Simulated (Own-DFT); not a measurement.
# Computed records: GaN (wurtzite, strained, atoms displaced), SiC (3C silicon carbide, atoms displaced)

A calculation, not a measurement: plane-wave PBE density functional theory by an unreviewed code, no spin, of a simulated periodic cell, stress positive in tension, free energy of the whole cell less one offset for each atom, forces on such cells passed a denser k mesh, this cell's mesh not checked; offsets are fitted by least squares, one for each functional and potential file, so energies compare only between cells with the same atoms and settings and are not formation energies; the far tail of each file's local potential was reset to the Coulomb form; each entry is a single point on an unrelaxed cell, so the pressure reflects the starting lattice, mostly measured values (interpolated for alloys), from which strain is counted, and rises with the displacements; printed positions are rounded, which can move forces by about a meV/angstrom; the program, named Own-DFT, is a retired in-house code; no spin-orbit coupling. Program: Own-DFT development build.

Common to all runs: functional PBE.

(1) GaN (wurtzite, strained, atoms displaced)

```
GaN
1.0
     12.7560     0.0000     0.0000
     -4.7835     8.2853     0.0000
      0.0000     0.0000    10.3959
Ga N Ga N Ga N Ga N Ga N Ga N Ga N Ga N Ga N Ga N Ga N Ga N Ga N Ga N Ga N Ga N Ga N Ga N Ga N Ga N Ga N Ga N Ga N Ga N
2 2 2 2 2 2 2 2 2 2 2 2 2 2 2 2 2 2 2 2 2 2 2 2 2 2 2 2 2 2 2 2 2 2 2 2 2 2 2 2 2 2 2 2 2 2 2 2
Direct
  0.08099 0.22474 0.99669
  0.16379 0.10730 0.24900
  0.08827 0.22923 0.19014
  0.16284 0.10960 0.42737
  0.07849 0.22335 0.50108
  0.15974 0.09984 0.76248
  0.08312 0.22210 0.69439
  0.15256 0.10102 0.93405
  0.09280 0.56925 0.99546
  0.16582 0.43982 0.25130
  0.09054 0.56929 0.19182
  0.16215 0.43446 0.43793
  0.08501 0.55477 0.49922
  0.16637 0.44651 0.75380
  0.08206 0.55098 0.69834
  0.16937 0.44032 0.93891
  0.08108 0.88885 0.99507
  0.16728 0.78041 0.25272
  0.08179 0.89003 0.19413
  0.16328 0.76758 0.44205
  0.07695 0.87752 0.49931
  0.16370 0.78108 0.75487
  0.09676 0.89646 0.68005
  0.17007 0.78595 0.94088
  0.33010 0.22317 0.99961
  0.41714 0.10221 0.24665
  0.32945 0.22204 0.18914
  0.42339 0.11607 0.43121
  0.33099 0.21419 0.49549
  0.41874 0.11571 0.75634
  0.33174 0.22762 0.68751
  0.41833 0.11464 0.94203
  0.33528 0.56376 0.99815
  0.41826 0.43875 0.24209
  0.33194 0.55269 0.18568
  0.41608 0.44701 0.43814
  0.34103 0.56599 0.49953
  0.41613 0.44520 0.74942
  0.33139 0.56743 0.69027
  0.41530 0.44358 0.94033
  0.33782 0.88494 0.00688
  0.41317 0.76888 0.25719
  0.32899 0.89096 0.18998
  0.42285 0.78012 0.44553
  0.32547 0.88859 0.49897
  0.42079 0.77633 0.74730
  0.33218 0.88850 0.69185
  0.41912 0.77487 0.94385
  0.58478 0.21443 0.99888
  0.66453 0.11061 0.25463
  0.58400 0.21939 0.19047
  0.67382 0.11429 0.43155
  0.58466 0.23388 0.49920
  0.67202 0.11668 0.75408
  0.58682 0.23107 0.68832
  0.66359 0.11414 0.93917
  0.58854 0.56593 0.99574
  0.66641 0.44435 0.25329
  0.58140 0.56273 0.18930
  0.66578 0.44327 0.44833
  0.57747 0.54009 0.49820
  0.66717 0.44814 0.75580
  0.58534 0.55036 0.68262
  0.67521 0.44782 0.93351
  0.58551 0.89516 0.99794
  0.66438 0.77517 0.25879
  0.58190 0.88784 0.18202
  0.66636 0.77873 0.44418
  0.58177 0.88696 0.50712
  0.66606 0.77884 0.74979
  0.58352 0.88847 0.68748
  0.66328 0.77534 0.93592
  0.83193 0.21892 0.00592
  0.91902 0.11750 0.25664
  0.83585 0.22370 0.19487
  0.92159 0.10822 0.44445
  0.83140 0.21827 0.50997
  0.91448 0.11127 0.75355
  0.83390 0.21726 0.68224
  0.92113 0.10948 0.94042
  0.83213 0.54700 0.00255
  0.92555 0.44902 0.25327
  0.82768 0.55592 0.19195
  0.92082 0.44802 0.43435
  0.82788 0.55592 0.49568
  0.92074 0.44114 0.75096
  0.83460 0.55892 0.69444
  0.91388 0.44206 0.94630
  0.83427 0.88040 0.99029
  0.91401 0.77017 0.25145
  0.83221 0.88364 0.18955
  0.92604 0.77700 0.44120
  0.83601 0.89052 0.50003
  0.91856 0.77366 0.74673
  0.83309 0.88402 0.67988
  0.92195 0.78758 0.94372
```

* potential files: PseudoDojo norm-conserving, scalar-relativistic, standard set with the stringent files for Ga
* wave cutoff: 96 hartree
* occupations: Gaussian
* smearing width: 0.01 eV
* k mesh: 3 x 4 x 3 centred on Gamma
* free energy of cell above offsets: -5.053 eV
* pressure: 6.56 GPa
* stress xx: -5.69 GPa
* stress yy: -7.53 GPa
* stress zz: -6.44 GPa
* stress yz: -0.42 GPa
* stress xz: -0.35 GPa
* stress xy: -1.01 GPa

Force:
| element | x (eV/Å) | y (eV/Å) | z (eV/Å) |
| --- | --- | --- | --- |
| Ga | 0.694 | -0.036 | 1.44 |
| Ga | -0.208 | 0.539 | -0.506 |
| N | -0.828 | -1.279 | -1.013 |
| N | 0.504 | -0.42 | 2.498 |
| Ga | 2.297 | -0.449 | 1.053 |
| Ga | 0.314 | 1.785 | -3.59 |
| N | -0.096 | -0.147 | -0.43 |
| N | 1.518 | 1.382 | 2.459 |
| Ga | -0.449 | -1.757 | 1.109 |
| Ga | 0.063 | 1.17 | -0.06 |
| N | 0.224 | -1.572 | -1.086 |
| N | 0.466 | 1.985 | 0.326 |
| Ga | 0.087 | -1.141 | 0.847 |
| Ga | 0.75 | -0.629 | -0.41 |
| N | -0.103 | 1.095 | -1.185 |
| N | -0.791 | 1.297 | 0.149 |
| Ga | 0.759 | 0.02 | 2.358 |
| Ga | -0.745 | 0.535 | 0.2 |
| N | 0.248 | -0.778 | -1.258 |
| N | 0.052 | 1.258 | -0.613 |
| Ga | 2.102 | 2.508 | -0.156 |
| Ga | 1.627 | -0.498 | -0.543 |
| N | -1.888 | -0.918 | 1.122 |
| N | 0.313 | 0.087 | -0.224 |
| Ga | -0.064 | -0.359 | 0.242 |
| Ga | -0.82 | 1.715 | -0.039 |
| N | 1.012 | -0.863 | -0.68 |
| N | -0.678 | -0.854 | 0.812 |
| Ga | -1.114 | 0.611 | 0.24 |
| Ga | -0.34 | -0.218 | -1.092 |
| N | 0.258 | -1.015 | 0.235 |
| N | -0.073 | -0.61 | 0.266 |
| Ga | 0.55 | -1.779 | 0.729 |
| Ga | -1.123 | 0.59 | 0.976 |
| N | -0.02 | 0.225 | 0.556 |
| N | 0.127 | -0.845 | -0.589 |
| Ga | -0.863 | -2.042 | 0.51 |
| Ga | -0.188 | 0.262 | -0.166 |
| N | 1.078 | -1.85 | -0.532 |
| N | 0.296 | 0.499 | -0.403 |
| Ga | -0.722 | 0.822 | -0.866 |
| Ga | 0.353 | 0.72 | -0.893 |
| N | 1.298 | -1.184 | 0.254 |
| N | -1.748 | 0.594 | -1.093 |
| Ga | 1.509 | 0.553 | 0.917 |
| Ga | -1.398 | 1.319 | 0.936 |
| N | 0.263 | 0.4 | -0.205 |
| N | -0.359 | 1.368 | -1.379 |
| Ga | -1.994 | 2.1 | 0.972 |
| Ga | 0.902 | -0.468 | -1.177 |
| N | -0.327 | 0.641 | -0.564 |
| N | -1.136 | -0.34 | 2.454 |
| Ga | 1.165 | -2.779 | 0.794 |
| Ga | -1.095 | -0.23 | -1.039 |
| N | 0.39 | -1.037 | 0.219 |
| N | 2.228 | -0.691 | -0.627 |
| Ga | -0.005 | -2.162 | 0.952 |
| Ga | -0.774 | -0.199 | -0.374 |
| N | 1.341 | -1.018 | -0.48 |
| N | 0.216 | 0.856 | -2.362 |
| Ga | -0.962 | 2.091 | 0.436 |
| Ga | 0.456 | -0.013 | -1.281 |
| N | -1.122 | 0.805 | 1.142 |
| N | -1.599 | -0.566 | 1.792 |
| Ga | 0.303 | -0.886 | 0.612 |
| Ga | 0.118 | 1.154 | -0.826 |
| N | -0.182 | 0.153 | 1.315 |
| N | 0.369 | -0.666 | -0.059 |
| Ga | 0.99 | 1.231 | -1.234 |
| Ga | 0.667 | -0.75 | -0.998 |
| N | 0.353 | 0.891 | 1.201 |
| N | 0.434 | 1.539 | -0.545 |
| Ga | 0.659 | 0.087 | 0.33 |
| Ga | 0.653 | -1.242 | -0.636 |
| N | -0.459 | 0.178 | -0.678 |
| N | -1.924 | 0.071 | -0.703 |
| Ga | 0.435 | 0.527 | -3.559 |
| Ga | 1.211 | -0.605 | -0.538 |
| N | -0.466 | 0.546 | 2.95 |
| N | -2.235 | -0.392 | -0.387 |
| Ga | -0.262 | 1.53 | 0.444 |
| Ga | -0.942 | -0.145 | -0.888 |
| N | 1.304 | -0.886 | -0.299 |
| N | -0.722 | -0.619 | 1.656 |
| Ga | 2.027 | 0.222 | 1.272 |
| Ga | -1.534 | 0.11 | 0.515 |
| N | 0.74 | -1.197 | -1.084 |
| N | 1.564 | -0.111 | -0.967 |
| Ga | -1.61 | 1.258 | 2.187 |
| Ga | -0.135 | 1.421 | -0.092 |
| N | -0.343 | 0.636 | -0.061 |
| N | -3.374 | -1.285 | -0.9 |
| Ga | 0.077 | -0.762 | -0.842 |
| Ga | -0.022 | 1.178 | 0.358 |
| N | -0.005 | 0.483 | 2.231 |
| N | 0.484 | -2.756 | -1.845 |

(2) GaN (wurtzite, strained, atoms displaced)

```
GaN
1.0
     12.7560     0.0000     0.0000
     -4.7835     8.2853     0.0000
      0.0000     0.0000    10.3959
Ga N Ga N Ga N Ga N Ga N Ga N Ga N Ga N Ga N Ga N Ga N Ga N Ga N Ga N Ga N Ga N Ga N Ga N Ga N Ga N Ga N Ga N Ga N Ga N
2 2 2 2 2 2 2 2 2 2 2 2 2 2 2 2 2 2 2 2 2 2 2 2 2 2 2 2 2 2 2 2 2 2 2 2 2 2 2 2 2 2 2 2 2 2 2 2
Direct
  0.08649 0.22743 0.00362
  0.16186 0.11238 0.25882
  0.07508 0.21662 0.19617
  0.16450 0.11308 0.43588
  0.08611 0.22569 0.49973
  0.17504 0.12013 0.74289
  0.08155 0.21221 0.68833
  0.16063 0.10508 0.93772
  0.08670 0.55416 0.00170
  0.16721 0.45098 0.25203
  0.08843 0.56335 0.19121
  0.16707 0.44557 0.44115
  0.07738 0.54775 0.50820
  0.16900 0.43977 0.75035
  0.09122 0.55372 0.69079
  0.16839 0.44962 0.94298
  0.08791 0.90023 0.99743
  0.17222 0.77858 0.24493
  0.07736 0.88959 0.19077
  0.16167 0.76486 0.42728
  0.08411 0.88440 0.50393
  0.16059 0.78325 0.75618
  0.08923 0.89270 0.69697
  0.15738 0.77580 0.93130
  0.33407 0.22686 0.00436
  0.41662 0.11006 0.24545
  0.33474 0.22662 0.18894
  0.42470 0.12934 0.43278
  0.33504 0.22647 0.49995
  0.41501 0.11494 0.75827
  0.33377 0.21794 0.69069
  0.41235 0.10812 0.94036
  0.33547 0.56565 0.99777
  0.41580 0.44004 0.25925
  0.33209 0.54844 0.18433
  0.41987 0.44274 0.44490
  0.33064 0.55332 0.50064
  0.41249 0.44082 0.74991
  0.33465 0.55149 0.68166
  0.41361 0.44329 0.94146
  0.33069 0.89262 0.00223
  0.41696 0.77560 0.25469
  0.34455 0.89947 0.19035
  0.41983 0.77861 0.44697
  0.33014 0.88253 0.49846
  0.41526 0.78033 0.74666
  0.33331 0.88647 0.68718
  0.41298 0.77821 0.93205
  0.57771 0.21415 0.99488
  0.66136 0.10963 0.24751
  0.58106 0.21920 0.19413
  0.66685 0.11689 0.44445
  0.58181 0.22732 0.50028
  0.66379 0.10730 0.75234
  0.58916 0.22650 0.68648
  0.66240 0.10974 0.93314
  0.58337 0.56662 0.00026
  0.66363 0.43966 0.25052
  0.58298 0.55073 0.19088
  0.66814 0.44242 0.43812
  0.58769 0.55474 0.50282
  0.67034 0.44185 0.75038
  0.58319 0.54430 0.69146
  0.66379 0.44667 0.93875
  0.59021 0.88917 0.99610
  0.66400 0.77356 0.25182
  0.58272 0.88713 0.19316
  0.66668 0.78056 0.44158
  0.58467 0.88571 0.49840
  0.67045 0.77781 0.76201
  0.58127 0.88803 0.69626
  0.66987 0.77530 0.93462
  0.83275 0.21665 0.00558
  0.91454 0.11327 0.24665
  0.82929 0.22084 0.19647
  0.92038 0.11337 0.43181
  0.83590 0.22597 0.50085
  0.91481 0.11339 0.75220
  0.83713 0.22810 0.68666
  0.90914 0.10141 0.93812
  0.83550 0.55512 0.99311
  0.91554 0.43250 0.25267
  0.83167 0.54762 0.19285
  0.91722 0.44766 0.43633
  0.83271 0.56522 0.49853
  0.91653 0.43972 0.74257
  0.83170 0.55265 0.69140
  0.92217 0.44607 0.93604
  0.82335 0.88198 0.00448
  0.91349 0.77236 0.25229
  0.83875 0.89643 0.18545
  0.91706 0.78758 0.43910
  0.83726 0.88435 0.49858
  0.91433 0.77091 0.74019
  0.83276 0.89631 0.68471
  0.91847 0.78325 0.93718
```

* potential files: PseudoDojo norm-conserving, scalar-relativistic, standard set with the stringent files for Ga
* wave cutoff: 96 hartree
* occupations: Gaussian
* smearing width: 0.01 eV
* k mesh: 3 x 4 x 3 centred on Gamma
* free energy of cell above offsets: -5.929 eV
* pressure: 6.05 GPa
* stress xx: -5.9 GPa
* stress yy: -6.33 GPa
* stress zz: -5.93 GPa
* stress yz: 0.03 GPa
* stress xz: -0.21 GPa
* stress xy: 0.83 GPa

Force:
| element | x (eV/Å) | y (eV/Å) | z (eV/Å) |
| --- | --- | --- | --- |
| Ga | -0.434 | -0.979 | 0.14 |
| Ga | 0.545 | -0.435 | -1.996 |
| N | 1.193 | 1.838 | -1.329 |
| N | 1.077 | -0.433 | 2.044 |
| Ga | -0.774 | -0.564 | -0.054 |
| Ga | -1.325 | -1.339 | 1.614 |
| N | -0.403 | 1.179 | -0.016 |
| N | 0.749 | 2.923 | -0.659 |
| Ga | -1.328 | 0.703 | -0.024 |
| Ga | 0.45 | -0.95 | 0.029 |
| N | -0.391 | -1.325 | -0.894 |
| N | -0.125 | 0.081 | -0.382 |
| Ga | 0.644 | 0.626 | -1.039 |
| Ga | 0.02 | -0.032 | 0.205 |
| N | -1.483 | 0.447 | 0.169 |
| N | 0.653 | -0.872 | -0.916 |
| Ga | -1.15 | -2.253 | 1.182 |
| Ga | -1.307 | 1.1 | -0.044 |
| N | 1.533 | 0.197 | -0.315 |
| N | 0.045 | 1.113 | 1.964 |
| Ga | 0.439 | 0.551 | -0.592 |
| Ga | 2.826 | -1.423 | -1.381 |
| N | -1.951 | 0.178 | -2.233 |
| N | 1.495 | 0.251 | 2.752 |
| Ga | -0.741 | -0.394 | -0.145 |
| Ga | -0.602 | 1.469 | 1.126 |
| N | -0.455 | -0.932 | 0.366 |
| N | -0.932 | -2.184 | 0.399 |
| Ga | 0.084 | -1.036 | 0.014 |
| Ga | 1.434 | -0.798 | -1.607 |
| N | 0.299 | 0.941 | -0.782 |
| N | -0.274 | 0.494 | 0.3 |
| Ga | 0.398 | -0.931 | 0.342 |
| Ga | -0.008 | 0.478 | -0.853 |
| N | -0.076 | 0.958 | 1.101 |
| N | -0.709 | 0.953 | -0.397 |
| Ga | 0.646 | 0.127 | -0.413 |
| Ga | 1.044 | 0.531 | 0.269 |
| N | -0.411 | 0.217 | 1.441 |
| N | 0.095 | 0.778 | -0.676 |
| Ga | 0.167 | -1.181 | -0.551 |
| Ga | 0.158 | -0.46 | -0.134 |
| N | -0.841 | -2.066 | -0.656 |
| N | -0.552 | -0.451 | -1.273 |
| Ga | -0.401 | 1.102 | 0.115 |
| Ga | 0.211 | -0.679 | -0.101 |
| N | -1.179 | 0.791 | 0.085 |
| N | 0.547 | 0.828 | 0.991 |
| Ga | 0.192 | 1.527 | 1.109 |
| Ga | 0.47 | -0.071 | 1.577 |
| N | 0.017 | 0.26 | -1.781 |
| N | 0.304 | -0.79 | -0.793 |
| Ga | 1.018 | -0.624 | 0.376 |
| Ga | 0.334 | 0.582 | -1.472 |
| N | -0.935 | -0.878 | 0.769 |
| N | 0.928 | -0.043 | 1.527 |
| Ga | 0.458 | -2.596 | 0.54 |
| Ga | 0.734 | 0.238 | -0.205 |
| N | -0.622 | 0.677 | -0.32 |
| N | -0.219 | 1.084 | -0.034 |
| Ga | -0.41 | 0.294 | 0.335 |
| Ga | -0.943 | -0.223 | 0.66 |
| N | -0.67 | 1.291 | 0.041 |
| N | 0.33 | -0.488 | 0.26 |
| Ga | -1.903 | -0.066 | 0.521 |
| Ga | 0.762 | 0.411 | 0.264 |
| N | 0.226 | -0.17 | -1.198 |
| N | 1.012 | -0.841 | -0.524 |
| Ga | -0.178 | 1.477 | 1.307 |
| Ga | -0.492 | -0.425 | -4.028 |
| N | 1.044 | -0.473 | -0.795 |
| N | -1.442 | 0.302 | 1.902 |
| Ga | -0.448 | 0.977 | -0.703 |
| Ga | -0.176 | -0.741 | 0.929 |
| N | 0.011 | -0.769 | -1.547 |
| N | -0.515 | -0.136 | 1.184 |
| Ga | -0.117 | -0.769 | -0.596 |
| Ga | 0.486 | -0.234 | -0.153 |
| N | -0.367 | -1.364 | 0.109 |
| N | 0.357 | 0.977 | 0.482 |
| Ga | -0.119 | 0.362 | 0.909 |
| Ga | -0.494 | 2.304 | -0.197 |
| N | 0.027 | 0.35 | -0.598 |
| N | -0.326 | 0.056 | 0.959 |
| Ga | 0.753 | -1.188 | -0.103 |
| Ga | 0.581 | 1.162 | 1.39 |
| N | 0.879 | 0.261 | -1.297 |
| N | -0.485 | -0.924 | 0.126 |
| Ga | 2.993 | 0.789 | -0.339 |
| Ga | 0.11 | 0.039 | -1 |
| N | -1.036 | -1.56 | 0.91 |
| N | 2.049 | -1.522 | -0.129 |
| Ga | -2.75 | 2.297 | 0.503 |
| Ga | -0.424 | 1.803 | 1.926 |
| N | 0.581 | -1.11 | 0.406 |
| N | -0.488 | -0.655 | -0.395 |

(3) SiC (3C silicon carbide, atoms displaced)

```
SiC
1.0
      8.7192     0.0000     0.0000
      0.0000     8.7192     0.0000
      0.0000     0.0000     8.7192
Si C Si C Si C Si C Si C Si C Si C Si C
4 4 4 4 4 4 4 4 4 4 4 4 4 4 4 4
Direct
  0.00116 0.00478 0.99999
  0.00042 0.26031 0.25638
  0.25481 0.98218 0.25717
  0.24983 0.25534 0.01010
  0.11995 0.11166 0.13669
  0.12579 0.37280 0.37072
  0.37665 0.12599 0.36800
  0.37850 0.36699 0.12255
  0.00069 0.99173 0.48999
  0.99704 0.25446 0.74365
  0.25356 0.00559 0.73922
  0.24135 0.25581 0.50310
  0.12667 0.13400 0.62619
  0.10793 0.37119 0.86826
  0.37326 0.12665 0.88134
  0.37936 0.37283 0.61602
  0.99342 0.49991 0.01554
  0.00222 0.75537 0.25264
  0.25150 0.51076 0.24923
  0.25393 0.75055 0.00740
  0.13889 0.61648 0.12127
  0.12630 0.87446 0.36210
  0.37049 0.61752 0.37216
  0.36961 0.86936 0.13163
  0.98238 0.49947 0.50908
  0.00320 0.75270 0.74737
  0.24771 0.50463 0.73135
  0.25887 0.74859 0.50211
  0.11259 0.62812 0.62315
  0.11425 0.86742 0.87553
  0.37110 0.61471 0.88193
  0.36890 0.89248 0.62716
  0.50190 0.00260 0.00428
  0.49818 0.26163 0.24882
  0.76121 0.99994 0.25333
  0.75728 0.24923 0.01313
  0.62036 0.11916 0.12987
  0.62453 0.36959 0.37724
  0.87737 0.11963 0.38764
  0.88630 0.37334 0.13403
  0.50107 0.99263 0.50017
  0.50946 0.24561 0.75542
  0.74678 0.98800 0.75646
  0.75590 0.25593 0.49716
  0.63290 0.13249 0.63034
  0.62302 0.37782 0.86969
  0.86997 0.14257 0.86870
  0.86924 0.37572 0.62919
  0.49604 0.50560 0.99037
  0.50994 0.75131 0.24959
  0.75039 0.50172 0.24040
  0.74583 0.74062 0.99221
  0.63710 0.63455 0.12751
  0.62557 0.87350 0.36453
  0.87539 0.62630 0.38711
  0.89075 0.86776 0.11660
  0.49683 0.49697 0.49775
  0.50420 0.75466 0.74662
  0.74124 0.50109 0.75034
  0.74476 0.74222 0.49924
  0.63024 0.62386 0.60836
  0.61718 0.86679 0.87705
  0.87899 0.62093 0.87250
  0.86636 0.88391 0.61272
```

* potential files: PseudoDojo norm-conserving, scalar-relativistic, standard set
* wave cutoff: 42 hartree
* occupations: Fermi-Dirac
* smearing width: 0.1 eV
* k mesh: 4 x 4 x 4 centred on Gamma
* free energy of cell above offsets: -2.195 eV
* pressure: 6.4 GPa
* stress xx: -6.6 GPa
* stress yy: -6.08 GPa
* stress zz: -6.51 GPa
* stress yz: 0.02 GPa
* stress xz: -0.89 GPa
* stress xy: -0.95 GPa

Force:
| element | x (eV/Å) | y (eV/Å) | z (eV/Å) |
| --- | --- | --- | --- |
| Si | 0.001 | 0.182 | -1.031 |
| Si | 1.156 | -4.255 | 0.486 |
| Si | 0.251 | 4.858 | -1.405 |
| Si | -2.189 | -2.034 | -1.967 |
| C | 1.105 | 2.276 | -0.575 |
| C | -0.207 | 2.409 | 1.542 |
| C | -0.48 | -0.554 | 1.488 |
| C | 0.011 | 3.799 | 0.348 |
| Si | 1.015 | 1.338 | 1.891 |
| Si | -0.424 | -0.939 | 0.579 |
| Si | -2.699 | 1.603 | 4.105 |
| Si | 2.038 | -1.108 | -1.859 |
| C | -1.051 | -1.832 | -0.731 |
| C | 2.905 | 1.765 | 1.93 |
| C | 0.474 | -0.262 | -0.665 |
| C | -0.591 | 0.25 | 1.717 |
| Si | 2.43 | 0.347 | -3.872 |
| Si | -0.107 | -2.69 | -0.888 |
| Si | -0.255 | -3.998 | 0.017 |
| Si | -1.253 | -0.419 | -2.214 |
| C | -3.046 | 1.736 | 0.488 |
| C | -0.105 | -1.55 | 4.117 |
| C | 2.528 | 2.24 | 1.247 |
| C | 2.618 | -0.17 | -1.178 |
| Si | 2.818 | -0.141 | -1.362 |
| Si | -2.107 | -0.038 | 0.063 |
| Si | -0.445 | -1.509 | 3.013 |
| Si | -2.287 | 0.28 | -0.548 |
| C | 2.304 | 0.02 | -1.018 |
| C | 2.801 | 1.917 | -0.038 |
| C | -0.883 | 3.144 | -3.299 |
| C | 2.335 | -4.625 | -1.665 |
| Si | -1.569 | -0.744 | -0.195 |
| Si | 0.326 | -3.332 | 0.815 |
| Si | -0.824 | -0.434 | -0.987 |
| Si | -1.446 | 0.021 | -1.864 |
| C | 2.212 | 1.413 | 0.236 |
| C | 0.574 | 1.801 | -1.349 |
| C | -0.355 | 2.029 | -2.464 |
| C | -3.114 | 0.639 | -0.419 |
| Si | 1.018 | 3.445 | -1.187 |
| Si | -2 | 0.238 | -0.742 |
| Si | 0.685 | 3.22 | -1.059 |
| Si | -1.026 | -1.779 | 1.237 |
| C | -0.759 | -2.217 | -0.827 |
| C | 0.444 | 0.34 | 2.274 |
| C | 0.199 | -3.541 | 1.451 |
| C | -0.379 | 0.381 | -0.644 |
| Si | 1.749 | -2.408 | 2.265 |
| Si | -2.014 | -0.699 | -0.46 |
| Si | 0.49 | -0.327 | 3.028 |
| Si | 2.583 | 1.788 | 0.228 |
| C | -2.421 | -2.136 | -0.795 |
| C | 0.728 | 0.078 | 2.402 |
| C | -0.314 | 0.034 | -3.231 |
| C | -3.148 | 0.668 | 0.574 |
| Si | 0.707 | -0.279 | -0.736 |
| Si | -1.892 | -1.61 | -0.297 |
| Si | 1.656 | -0.034 | -0.229 |
| Si | 1.576 | 3.198 | -1.721 |
| C | -2.852 | -0.68 | 3.461 |
| C | 1.122 | 1.039 | 0.447 |
| C | -1.452 | 0.239 | 0.198 |
| C | 0.835 | -2.388 | 1.874 |
